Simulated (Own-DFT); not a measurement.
# Computed records: SiC (4H silicon carbide, atoms displaced)

Computed with Own-DFT development build. A calculation, not a measurement: plane-wave PBE density functional theory by an unreviewed code, no spin, of a simulated periodic cell, stress positive in tension, free energy of the whole cell less one offset for each atom, forces on such cells passed a denser k mesh, this cell's mesh not checked; offsets are fitted by least squares, one for each functional and potential file, so energies compare only between cells with the same atoms and settings and are not formation energies; the far tail of each file's local potential was reset to the Coulomb form; each entry is a single point on an unrelaxed cell, so the pressure reflects the starting lattice, mostly measured values (interpolated for alloys), from which strain is counted, and rises with the displacements; printed positions are rounded, which can move forces by about a meV/angstrom; the program, named Own-DFT, is a retired in-house code; no spin-orbit coupling.

SiC (4H silicon carbide, atoms displaced)

```
SiC
1.0
      6.1654     0.0000     0.0000
     -3.0827     5.3394     0.0000
      0.0000     0.0000    10.0681
Si C Si C Si C Si C Si C Si C Si C Si C
2 2 2 2 2 2 2 2 2 2 2 2 2 2 2 2
Direct
  0.98707 0.99903 0.41386
  0.15229 0.30779 0.14307
  0.00767 0.98839 0.08986
  0.17786 0.34644 0.35344
  0.02437 0.52306 0.40079
  0.15762 0.82436 0.16805
  0.02364 0.50208 0.09856
  0.18268 0.83875 0.33799
  0.53138 0.01637 0.40105
  0.65285 0.32539 0.15070
  0.47068 0.97801 0.08089
  0.68459 0.34051 0.33222
  0.51628 0.49884 0.40386
  0.65964 0.83457 0.16178
  0.51893 0.49230 0.11860
  0.66146 0.83624 0.36742
  0.97358 0.98466 0.88091
  0.82131 0.66273 0.64752
  0.03975 0.01433 0.59199
  0.82460 0.67923 0.84013
  0.01507 0.52120 0.89572
  0.81483 0.14018 0.65277
  0.00114 0.51362 0.61150
  0.80918 0.12964 0.81801
  0.49685 0.99322 0.90797
  0.30058 0.63142 0.64020
  0.53945 0.04057 0.58763
  0.31070 0.65610 0.82272
  0.50830 0.53495 0.93085
  0.33644 0.14251 0.66564
  0.47944 0.50103 0.59030
  0.36306 0.19749 0.84762
```

* functional: PBE
* potential files: PseudoDojo norm-conserving, scalar-relativistic, standard set
* wave cutoff: 42 hartree
* occupations: Fermi-Dirac
* smearing width: 0.1 eV
* hardware: one NVIDIA H100
* k mesh: 5 x 5 x 3 centred on Gamma
* free energy of cell above offsets: 5.791 eV
* pressure: 10.96 GPa
* stress xx: -14.52 GPa
* stress yy: -7.58 GPa
* stress zz: -10.78 GPa
* stress yz: 0.19 GPa
* stress xz: -2.74 GPa
* stress xy: 1.67 GPa
* wall time: 136.4 s

Force:
| element | x (eV/Å) | y (eV/Å) | z (eV/Å) |
| --- | --- | --- | --- |
| Si | 3.312 | 2.124 | -1.105 |
| Si | 1.168 | 1.491 | 3.391 |
| C | -2.57 | -0.9 | -0.664 |
| C | 0.179 | -1.921 | -1.948 |
| Si | -0.649 | -1.888 | 1.111 |
| Si | 0.388 | -0.17 | -4.241 |
| C | -2.722 | -0.923 | -2.603 |
| C | -0.689 | 1.866 | 3.417 |
| Si | -4.399 | 1.379 | 1.891 |
| Si | 6.362 | -2.587 | 0.499 |
| C | 2.077 | 1.033 | 3.977 |
| C | 0.293 | 0.214 | 1.58 |
| Si | -1.71 | -1.12 | 0.856 |
| Si | 1.118 | 0.436 | 0.392 |
| C | -6.306 | 3.373 | -3.609 |
| C | 2.784 | -1.452 | -4.043 |
| Si | 3.323 | 4.398 | 3.598 |
| Si | -1.16 | 0.671 | 1.363 |
| C | -3.968 | -2.754 | 0.387 |
| C | 0.964 | -4.172 | -0.306 |
| Si | -2.493 | -2.391 | 1.276 |
| Si | 5.284 | 3.77 | -1.995 |
| C | -3.917 | -3.493 | -4.528 |
| C | -0.975 | 2.237 | 7.06 |
| Si | -1.047 | 0.256 | -4.156 |
| Si | 3.898 | 4.784 | 2.318 |
| C | -5.4 | -4.596 | -2.809 |
| C | 2.6 | 1.957 | 3.091 |
| Si | 0.373 | -2.347 | -3.918 |
| Si | 1.18 | 4.07 | -0.383 |
| C | 4.079 | -1.603 | -0.783 |
| C | -1.375 | -1.742 | 0.885 |
